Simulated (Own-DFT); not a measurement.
# Same atoms, different arrangement: Ga32P32, 64 atoms

These are calculations, not measurements. The program, named Own-DFT, is a retired in-house plane-wave density functional code that no person has reviewed. Each row is one single-point run on a periodic cell that was not relaxed, without spin or spin-orbit coupling.

Settings of every run: PBE; PseudoDojo norm-conserving scalar-relativistic files; cutoff 42 hartree; 3 x 3 x 3 k mesh centred on Gamma; Fermi-Dirac smearing of 0.1 eV.

Known limits, some of them of some rows only: not probed for a lower state with spin; forces on such cells failed a check on a denser k mesh; forces on such cells passed a denser k mesh, each cell not checked; stress not checked against mesh or cutoff.

All cells hold the same atoms in the same cell, with vectors in Å (10.901, 0.000, 0.000); (0.000, 10.901, 0.000); (0.000, 0.000, 10.901). Every atom was moved at random from its ideal site; u is the rms move along one axis. The defect's site can differ from row to row. E is the free energy of the cell above the lowest run. The arrangements:

- A: zincblende GaP
- B: zincblende GaP, with one Ga on a P site and one P on a Ga site, 2.4 Å apart

| arrangement | u (Å) | E (eV) | P (GPa) |
|---|---|---|---|
| A | 0.0197 | 0.000 | 2.72 |
| A | 0.0197 | 0.017 | 2.72 |
| A | 0.0208 | 0.073 | 2.73 |
| A | 0.0465 | 2.029 | 3.16 |
| A | 0.0466 | 1.764 | 3.09 |
| A | 0.0503 | 2.256 | 3.20 |
| B | 0.0289 | 3.640 | 3.00 |
| B | 0.0304 | 3.702 | 3.02 |
| B | 0.0310 | 3.785 | 3.05 |
| B | 0.0491 | 5.416 | 3.35 |
| B | 0.0491 | 4.974 | 3.28 |
| B | 0.0537 | 5.723 | 3.50 |

Question: once the cost of the random moves is taken out, how do the arrangements rank?

## Worked answer

Fit E = a + b u², with one b for all and one a for each arrangement, and with residuals divided by u², since the noise grows with the moves. Then b = 1037 eV/Å², the scatter at u = 0.04 Å is 0.10 eV, and against A:

- B: 3.15 ± 0.04 eV (higher)

These are energies of unrelaxed cells. Relaxing the atoms lowers the strained arrangements most, so the gaps would shrink and small ones could change sign.
